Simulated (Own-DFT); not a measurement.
# Misfit strain and the stress it brings: wurtzite GaN, 72 atoms (Ga36N36)

Calculated, not measured: single-point runs of Own-DFT, a retired in-house plane-wave DFT program that no person has reviewed, on unrelaxed cells, without spin or spin-orbit coupling.

Common settings: PBE; PseudoDojo norm-conserving scalar-relativistic files (stringent for Ga); cutoff 96 hartree; 4 x 4 x 3 k mesh centred on Gamma; Gaussian smearing of 0.01 eV.

Known weak points: forces not confirmed at this smearing and k mesh; stress not checked against mesh or cutoff.

Unstrained cell vectors in Å: (9.567, 0.000, 0.000); (-4.784, 8.285, 0.000); (0.000, 0.000, 10.370). The unstrained cell has measured lattice constants (interpolated for alloys), not those of this functional. That, the random moves and any unrelaxed bonds set the pressure at no strain. Each run strains x and y alike by e, as a substrate would, and holds the height along z. Random moves of width 0.05 Å per axis were added to every atom. Stress is positive in tension.

```
e (%),u (Å),(s_xx + s_yy)/2 (GPa),s_zz (GPa)
-2.75,0.049,-23.23,-12.17
-2.50,0.046,-21.02,-12.08
-2.25,0.050,-19.69,-11.52
-1.75,0.045,-17.69,-8.95
0.25,0.051,-6.50,-6.32
0.50,0.046,-3.39,-7.23
0.75,0.050,-3.08,-6.02
1.50,0.052,0.93,-6.16
1.75,0.052,?,?
2.25,0.047,3.73,-4.08
```

## Working it out

With e as a fraction, the in-plane stress is -7.0 + 534 e - 1828 e² GPa (errors 16 and 1080, scatter 0.69), and s_zz is -7.6 + 155 e GPa (slope ± 15, scatter 0.80). At e = 0 the first slope is C11 + C12 and the second 2 C13, both with the ions held to the strained lattice and at the cell's own pressure. A free layer would change its height as e changes, and the in-plane slope would drop by 2 C13²/C33 to the biaxial modulus. At fixed height, a misfit of 1 % moves the in-plane stress by about 5.3 GPa and s_zz by 1.6 GPa.

## Withheld run

Asked: what are the two stresses at e = 1.75 %?

The fitted form gives 1.8 and -4.9 GPa. DFT gave 1.18 and -4.42 GPa.
